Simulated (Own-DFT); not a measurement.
# What a defect does to the pressure of its cell: C11b WSi2

Source: density functional calculations with Own-DFT, an unreviewed in-house program that is no longer used. Nothing was measured or relaxed, and spin and spin-orbit coupling are left out.

Settings: PBE; PseudoDojo norm-conserving scalar-relativistic files; cutoff 50 hartree; 5 x 5 x 5 k mesh centred on Gamma; cold (Marzari-Vanderbilt) smearing of 0.2 eV.

Keep in mind: forces on such cells failed a check on a denser k mesh; stress not checked against mesh or cutoff.

All runs share one cell, with vectors in Å (-2.148, -5.953, 3.409); (-6.444, 2.976, 1.136); (-2.553, -2.948, -6.757) and a volume of 403.2 Å³. The atoms are randomly displaced, by u rms on each axis. The defect's site can differ from row to row.

| cell | formula | u (Å) | P (GPa) |
|---|---|---|---|
| no defect | Si20W10 | 0.0208 | 4.48 |
| no defect | Si20W10 | 0.0497 | 5.84 |
| no defect | Si20W10 | 0.0498 | 5.85 |
| one Si on a W site | Si21W9 | 0.0303 | 6.10 |
| one Si on a W site | Si21W9 | 0.0312 | 6.19 |
| one Si on a W site | Si21W9 | 0.0424 | 6.46 |
| one W on a Si site | Si19W11 | 0.0298 | 9.64 |
| one W on a Si site | Si19W11 | 0.0324 | 10.20 |
| one W on a Si site | Si19W11 | 0.0459 | ? |
| one W on a Si site | Si19W11 | 0.0511 | 11.32 |
| one Si vacancy | Si19W10 | 0.0289 | 3.23 |
| one Si vacancy | Si19W10 | 0.0309 | 3.19 |
| one Si vacancy | Si19W10 | 0.0457 | 4.24 |

## Worked fit

P = P0 + c u² + a shift for each defect gives P0 = 4.07 GPa, c = 735 ± 73 GPa/Å² and a scatter of 0.18 GPa. The shifts, and each times the cell's volume:

- one W on a Si site: 5.20 ± 0.15 GPa, 13.1 eV
- one Si on a W site: 1.28 ± 0.15 GPa, 3.2 eV
- one Si vacancy: -1.46 ± 0.15 GPa, -3.7 eV

Against the defect-free cell, a freed cell would be larger where the shift is positive and smaller where it is negative (160.2 GPa Å³ is 1 eV). The atoms around the defects weren't relaxed, which would change these numbers.

## Check

Question: what pressure belongs in the blank (one W on a Si site, u = 0.0459 Å)?

The fit gives 10.82 ± 0.21 GPa. Computed: 10.16 GPa. That is outside the usual scatter, by luck or through something left out of the fit.
